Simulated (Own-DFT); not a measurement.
# A layer strained by its substrate: wurtzite AlGaN with randomly placed atoms, 96 atoms (Al12Ga36N48)

Source: density functional calculations with Own-DFT, an unreviewed in-house program that is no longer used. Nothing was measured or relaxed, and spin and spin-orbit coupling are left out.

Common settings: PBE; PseudoDojo norm-conserving scalar-relativistic files (stringent for Ga); cutoff 96 hartree; 3 x 4 x 3 k mesh centred on Gamma; Gaussian smearing of 0.01 eV.

Known weak points: k mesh not checked against a denser one; stress not checked against mesh or cutoff.

Unstrained cell vectors in Å: (12.679, 0.000, 0.000); (-4.755, 8.235, 0.000); (0.000, 0.000, 10.268). The unstrained cell has measured lattice constants (interpolated for alloys), not those of this functional. That, the random moves and any unrelaxed bonds set the pressure at no strain. Each run strains x and y alike by e, as a substrate would, and holds the height along z. Random moves of width 0.05 Å per axis were added to every atom. The random placing of the alloy's atoms differs from row to row. Stress is positive in tension.

```
e (%)  u (Å)  (s_xx + s_yy)/2 (GPa)  s_zz (GPa)
-2.75  0.047                 -23.17      -13.17
-2.25  0.054                 -21.47      -10.40
-1.50  0.046                 -15.10       -9.00
-1.00  0.050                 -12.38       -9.52
-0.25  0.046                  -7.47       -7.58
 0.75  0.052                  -2.61       -7.67
 1.00  0.050                  -1.43       -6.29
 1.25  0.051                      ?           ?
 2.00  0.050                   2.53       -4.35
 2.25  0.047                   4.15       -4.19
```

## Working it out

With e as a fraction, the in-plane stress is -6.5 + 539 e - 3419 e² GPa (errors 12 and 871, scatter 0.61), and s_zz is -7.7 + 154 e GPa (slope ± 16, scatter 0.83). At e = 0 the first slope is C11 + C12 and the second 2 C13, both with the ions held to the strained lattice and at the cell's own pressure. The term in e² is negative: the layer stiffens under compression and softens under tension. A free layer would change its height as e changes, and the in-plane slope would drop by 2 C13²/C33 to the biaxial modulus. At fixed height, a misfit of 1 % moves the in-plane stress by about 5.4 GPa and s_zz by 1.5 GPa.

## Check

Question: what are the two stresses at e = 1.25 %?

The fitted form gives -0.3 and -5.8 GPa. DFT gave -0.89 and -5.28 GPa.
